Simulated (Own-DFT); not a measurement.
Simulation results for Si₂₄O₄₇ (quartz with one neutral oxygen vacancy, atoms displaced)

A calculation, not a measurement: plane-wave PBE and HSE06 DFT by an unreviewed code, no spin, of a simulated cell at Gamma alone, so results move with cell size and shape, stress positive in tension, energies less offsets, not probed for a lower state with spin; oxygen file: force components 24 meV/angstrom off all-electron in a glass; k mesh not checked against a denser one; forces and stress are PBE's, HSE06 gives the energy alone, and its difference from PBE has offsets of its own; offsets are fitted by least squares, one for each functional and potential file, so energies compare only between cells with the same atoms and settings and are not formation energies; the far tail of each file's local potential was reset to the Coulomb form; each entry is a single point on an unrelaxed cell, so the pressure reflects the starting lattice, mostly measured values (interpolated for alloys), from which strain is counted, and rises with the displacements; printed positions are rounded, which can move forces by about a meV/angstrom; the program, named Own-DFT, is a retired in-house code; no spin-orbit coupling. Program: Own-DFT development build.

Si₂₄O₄₇ (quartz with one neutral oxygen vacancy, atoms displaced)

```
CELL_PARAMETERS angstrom
9.82680 0.00000 0.00000
-4.91340 8.51030 0.00000
0.00000 0.00000 10.81040
ATOMIC_POSITIONS crystal
Si 0.23958 0.00745 0.99462
Si 0.00406 0.24005 0.33814
Si 0.25587 0.25524 0.16647
O 0.21476 0.13240 0.06887
O 0.41352 0.28839 0.21857
O 0.37579 0.07644 0.38446
O 0.07891 0.36967 0.44150
O 0.13207 0.19916 0.27370
O 0.29491 0.43344 0.11088
Si 0.23373 0.99463 0.49707
Si 0.98947 0.23187 0.83491
Si 0.25856 0.26480 0.66954
O 0.21905 0.14672 0.55275
O 0.42099 0.29003 0.72760
O 0.37414 0.08859 0.88705
O 0.07221 0.35747 0.94626
O 0.12538 0.20210 0.77389
O 0.29000 0.42712 0.61311
Si 0.25211 0.50999 0.99424
Si 0.99555 0.73966 0.33190
Si 0.26762 0.76685 0.17062
O 0.20731 0.63086 0.05449
O 0.36129 0.57897 0.39536
O 0.06484 0.85700 0.43145
O 0.14264 0.71135 0.27659
O 0.29250 0.91783 0.10350
Si 0.23863 0.50061 0.50112
Si 0.00573 0.74493 0.83356
Si 0.26275 0.75791 0.66550
O 0.21267 0.64404 0.55924
O 0.43213 0.80158 0.72987
O 0.36609 0.56739 0.89664
O 0.06516 0.86659 0.93454
O 0.12894 0.70221 0.77348
O 0.29878 0.92208 0.60265
Si 0.73312 0.00985 0.00619
Si 0.50499 0.24175 0.33540
Si 0.76627 0.26863 0.16820
O 0.69341 0.12780 0.05632
O 0.92262 0.29142 0.22271
O 0.87302 0.07444 0.39437
O 0.57131 0.36920 0.43870
O 0.63125 0.20385 0.27602
O 0.79673 0.42440 0.10746
Si 0.74142 0.99754 0.49511
Si 0.49147 0.22742 0.82852
Si 0.76202 0.26775 0.66327
O 0.69959 0.13034 0.55979
O 0.92137 0.29710 0.72818
O 0.86575 0.06841 0.89347
O 0.57874 0.36551 0.94735
O 0.64127 0.21740 0.77955
O 0.79472 0.43298 0.60413
Si 0.72854 0.49200 0.99863
Si 0.50196 0.73443 0.33062
Si 0.77322 0.76417 0.17054
O 0.71341 0.63240 0.05335
O 0.92011 0.78842 0.22657
O 0.86636 0.57245 0.39718
O 0.56576 0.86508 0.44893
O 0.61947 0.70471 0.26692
O 0.79030 0.92488 0.09764
Si 0.73723 0.49317 0.50349
Si 0.50218 0.74635 0.83651
Si 0.77139 0.77474 0.67332
O 0.69957 0.62375 0.56443
O 0.92811 0.80001 0.73357
O 0.85694 0.56697 0.89203
O 0.56839 0.85686 0.93799
O 0.62831 0.70376 0.76757
O 0.79056 0.92177 0.60987
```

| Item | Value |
| --- | --- |
| first functional | PBE |
| second functional | HSE06 |
| exact exchange share | 0.25 |
| screening | 0.11 1/bohr |
| exchange divergence | Gygi-Baldereschi |
| potential files | PseudoDojo norm-conserving, scalar-relativistic, made for PBE, standard set |
| wave cutoff | 48 hartree |
| occupations | fixed |
| k mesh | 1 x 1 x 1 centred on Gamma |
| PBE energy of cell above offsets | -15.918 eV |
| HSE06 less PBE above offsets | -0.477 eV |
| PBE pressure | 10.29 GPa |
| PBE stress xx | -9.22 GPa |
| PBE stress yy | -10.21 GPa |
| PBE stress zz | -11.44 GPa |
| PBE stress yz | -0.32 GPa |
| PBE stress xz | 0.61 GPa |
| PBE stress xy | -0.72 GPa |

Force:
| element | x (eV/Å) | y (eV/Å) | z (eV/Å) |
| --- | --- | --- | --- |
| Si | 0.452 | -2.912 | 0.961 |
| Si | 0.256 | -0.433 | -3.412 |
| Si | -2.167 | 6.376 | 0.557 |
| O | -0.404 | -3.861 | -4.629 |
| O | 5.879 | 0.732 | 3.806 |
| O | -2.373 | -3.109 | 2.621 |
| O | -1.071 | -0.308 | 0.339 |
| O | -2.705 | -0.436 | 1.967 |
| O | 0.627 | -1.932 | 0.558 |
| Si | 0.723 | 1.73 | -1.051 |
| Si | 1.225 | 1.721 | 0.405 |
| Si | 0.679 | -0.57 | -0.059 |
| O | 0.359 | -2.208 | -0.782 |
| O | -0.447 | 0.68 | -0.798 |
| O | -4.234 | -10.2 | 5.552 |
| O | 0.583 | 0.988 | -0.173 |
| O | -0.07 | -0.406 | -0.153 |
| O | -0.503 | 1.199 | -0.473 |
| Si | -6.748 | -5.958 | 7.205 |
| Si | 3.541 | -6.848 | -2.404 |
| Si | 4.515 | -2.786 | -0.617 |
| O | -0.764 | 1.958 | 1.311 |
| O | 1.491 | -0.155 | -1.02 |
| O | 1.235 | 6.647 | 5.997 |
| O | -3.603 | -0.546 | 1.886 |
| O | -1.821 | 3.527 | -2.705 |
| Si | -0.757 | 1.472 | 1.893 |
| Si | -0.737 | -6.998 | -0.776 |
| Si | 0.39 | 3.099 | 3.691 |
| O | 0.848 | -4.618 | -3.5 |
| O | -2.131 | -0.064 | -1.379 |
| O | 5.805 | 4.848 | -7.99 |
| O | 1.911 | 5.424 | 4.551 |
| O | 0.801 | 0.311 | -0.458 |
| O | -1.439 | 1.233 | -0.596 |
| Si | 2.371 | -4.627 | -4.423 |
| Si | -2.093 | -0.324 | -3.607 |
| Si | -1.763 | -2.226 | -0.539 |
| O | -2.702 | 3.847 | 2.677 |
| O | 3.306 | -0.341 | 2.414 |
| O | 0.595 | -0.069 | -0.705 |
| O | 0.152 | 1.094 | 1.224 |
| O | 1.16 | 0.415 | -0.804 |
| O | -0.795 | 1.747 | -0.638 |
| Si | -3.306 | -0.314 | 2.991 |
| Si | 5.024 | 10.85 | -1.825 |
| Si | 0.212 | -0.611 | 0.803 |
| O | 1.117 | -0.365 | -0.676 |
| O | 0.736 | 0.12 | -0.244 |
| O | -1.435 | -1.073 | 0.739 |
| O | -4.257 | -6.007 | -3.725 |
| O | -0.308 | -0.473 | -0.767 |
| O | 3.949 | -3.102 | 4.457 |
| Si | 3.865 | 3.165 | 1.5 |
| Si | -7.403 | 2.099 | 1.536 |
| Si | -8.385 | -1.437 | -6.145 |
| O | -1.363 | 2.722 | 3.07 |
| O | 4.136 | 1.687 | 1.234 |
| O | 0.83 | 0.915 | -1.804 |
| O | 1.124 | -0.324 | -1.392 |
| O | 6.281 | -0.317 | -2.762 |
| O | 1.87 | -1.763 | 2.976 |
| Si | -5.329 | 3.99 | -3.403 |
| Si | 1.804 | -7.275 | -4.944 |
| Si | -0.144 | -5.694 | -1.079 |
| O | 0.49 | 1.624 | 0.755 |
| O | 0.165 | 1.001 | -1.394 |
| O | 2.046 | 2.588 | -1.973 |
| O | 1.079 | 6.859 | 6.862 |
| O | -1.422 | 0.146 | 1.66 |
| O | -0.953 | 3.883 | -2.383 |
